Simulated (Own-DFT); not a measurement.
# Same atoms, different arrangement: C36Si36, 72 atoms

Calculated, not measured: single-point runs of Own-DFT, a retired in-house plane-wave DFT program that no person has reviewed, on unrelaxed cells, without spin or spin-orbit coupling.

Common settings: PBE; PseudoDojo norm-conserving scalar-relativistic files; cutoff 42 hartree; 4 x 4 x 3 k mesh centred on Gamma; Fermi-Dirac smearing of 0.1 eV.

Limits: forces on such cells passed a denser k mesh, each cell not checked; stress not checked against mesh or cutoff.

All cells hold the same atoms in the same cell, with vectors in Å (9.248, 0.000, 0.000); (-4.624, 8.009, 0.000); (0.000, 0.000, 10.068). Every atom was moved at random from its ideal site; u is the rms move along one axis. E is the free energy of the cell above the lowest run. The arrangements:

- A: 2H SiC
- B: 4H SiC

```
arrangement   u (Å)  E (eV)  P (GPa)
          A  0.0297   0.424     3.84
          A  0.0298   0.384     3.79
          A  0.0306   0.527     3.86
          A  0.0569   7.062     5.97
          A  0.0592   6.805     6.08
          A  0.0599   7.389     6.43
          B  0.0291   0.000     3.72
          B  0.0299   0.165     3.81
          B  0.0314   0.571     3.90
          B  0.0585   8.298     6.35
          B  0.0589   7.604     6.39
          B  0.0615   8.864     6.71
```

Q: once the cost of the random moves is taken out, how do the arrangements rank?

## Solution

Fit E = a + b u², with one b for all and one a for each arrangement, and with residuals divided by u², since the noise grows with the moves. Then b = 2826 eV/Å², the scatter at u = 0.04 Å is 0.25 eV, and against A:

- B: -0.17 ± 0.11 eV (not told apart from A)

The cells share one lattice and weren't relaxed, which can shift such small differences either way.
